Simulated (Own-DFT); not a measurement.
# Strain and stress in zincblende GaP, 64 atoms (Ga32P32)

Source: density functional calculations with Own-DFT, an unreviewed in-house program that is no longer used. Nothing was measured or relaxed, and spin and spin-orbit coupling are left out.

Settings: PBE; PseudoDojo norm-conserving scalar-relativistic files; cutoff 42 hartree; 3 x 3 x 3 k mesh centred on Gamma; Fermi-Dirac smearing of 0.1 eV.

Limits: forces on such cells passed a denser k mesh, each cell not checked; stress not checked against mesh or cutoff.

Unstrained cell vectors in Å: (10.901, 0.000, 0.000); (0.000, 10.901, 0.000); (0.000, 0.000, 10.901). The unstrained cell has measured lattice constants (interpolated for alloys), not those of this functional. That, the random moves and any unrelaxed bonds set the pressure at no strain. Each run strains this cell uniformly, with the atoms carried along. Each coordinate of each atom was shifted by a normal deviate of width 0.05 Å. Strain is the symmetric tensor, in per cent. Stress is positive in tension, and the pressure is minus a third of its trace.

```
run  e_xx (%)  e_yy (%)  e_zz (%)  e_yz (%)  e_xz (%)  e_xy (%)  s_xx (GPa)  s_yy (GPa)  s_zz (GPa)  s_yz (GPa)  s_xz (GPa)  s_xy (GPa)  P (GPa)  E (meV/atom)
  1     -0.44      0.86     -1.21      1.41     -0.21     -0.51       -4.07       -3.26       -4.61        2.54       -0.42       -1.62     3.98          12.9
  2      1.25      0.45     -0.83      1.27      1.98      0.00       -2.06       -2.67       -3.58        2.33        3.56        0.14     2.77          17.4
  3      0.55     -0.69     -0.51      0.46      0.79     -0.60       -3.25       -4.18       -4.01        1.03        1.09       -0.89     3.81          11.9
  4      1.94      0.45     -1.62     -0.18     -1.94     -1.59       -1.87       -2.90       -4.44       -0.28       -3.32       -2.71     3.07          32.5
  5      0.67     -0.37      1.77     -1.91     -0.85     -1.46       -1.86       -2.45       -0.99       -3.13       -1.60       -2.69     1.77          17.1
  6     -0.50     -0.70     -0.79     -0.70     -1.93      0.61       -5.24       -5.20       -5.31       -1.46       -2.96        1.04     5.25          26.6
  7      0.34      0.32     -0.61      1.62      1.09      1.32       -3.16       -3.17       -3.87        2.24        1.89        1.83     3.40          23.6
  8     -0.52     -0.11     -1.18      0.34      1.77     -0.19       -4.96       -4.60       -5.35        0.56        3.67       -0.06     4.97          16.4
  9      1.80      1.17     -0.11     -1.08      0.20     -0.42       -0.30       -0.77       -1.64       -1.79        0.98       -0.65     0.91           2.9
 10      1.82      1.66      1.60      0.38     -0.99     -0.59        0.88        0.79        0.75        0.03       -1.30       -1.11    -0.81           0.0
 11     -1.86      0.58      1.33     -1.34     -1.99      1.74       -4.96       -3.51       -3.05       -2.50       -3.55        3.59     3.84          39.0
 12     -1.92      1.91     -0.70      0.73      1.74     -1.79       -5.58       -2.76       -4.65        1.62        4.16       -3.14     4.33          31.7
 13     -1.11      1.60     -0.10     -1.22     -1.38     -1.26       -4.27       -2.21       -3.43       -2.43       -2.33       -2.76     3.30          28.7
 14     -0.56     -0.80     -0.17      0.25     -2.00      1.44       -5.10       -5.32       -4.94        1.01       -4.19        2.57     5.12          34.9
 15      1.14     -1.93     -0.60     -1.07     -1.32      1.46       -3.77       -5.93       -5.12       -1.56       -2.71        3.33     4.94          33.6
 16      0.44     -1.30     -1.11     -0.19     -1.95     -0.63           ?           ?           ?           ?           ?           ?        ?             ?
```

E is the free energy per atom, counted from the lowest run shown.

## Worked fit

Each stress component was fitted by least squares to a constant and the strains of the runs shown, as fractions, with shears doubled. Shear strains stay in the fit of a normal stress only where such slopes are resolved. The slopes, in GPa:

```
stress,at no strain,per e_xx,per e_yy,per e_zz,scatter
s_xx,-3.6,137 ± 4,64 ± 5,59 ± 5,0.19
s_yy,-3.6,67 ± 4,134 ± 5,58 ± 5,0.19
s_zz,-3.6,68 ± 5,66 ± 6,127 ± 6,0.23
```

The slope of each shear stress on twice its own strain, from a fit on all six strains: yz 86 ± 7, xz 95 ± 4, xy 94 ± 6 GPa. These are stiffnesses along x, y and z of the frame in which the cell vectors are given, which need not be the crystal's axes. These are clamped-ion slopes: internal relaxation, where symmetry allows it, would soften some. Symmetry asks for nearly equal slopes across the diagonal; the mismatch is a measure of noise. A ninth of the table's sum, 87 ± 3 GPa, estimates the bulk modulus near the mean pressure of these runs, 3.4 GPa, so it lies above the value at zero pressure.

## Check

Q: what normal stresses and pressure should run 16 give?

Estimate: s_xx = -4.5, s_yy = -5.7, s_zz = -5.6 and P = 5.2 GPa. The calculation gave -4.45, -5.80, -5.67 and P = 5.30 GPa.
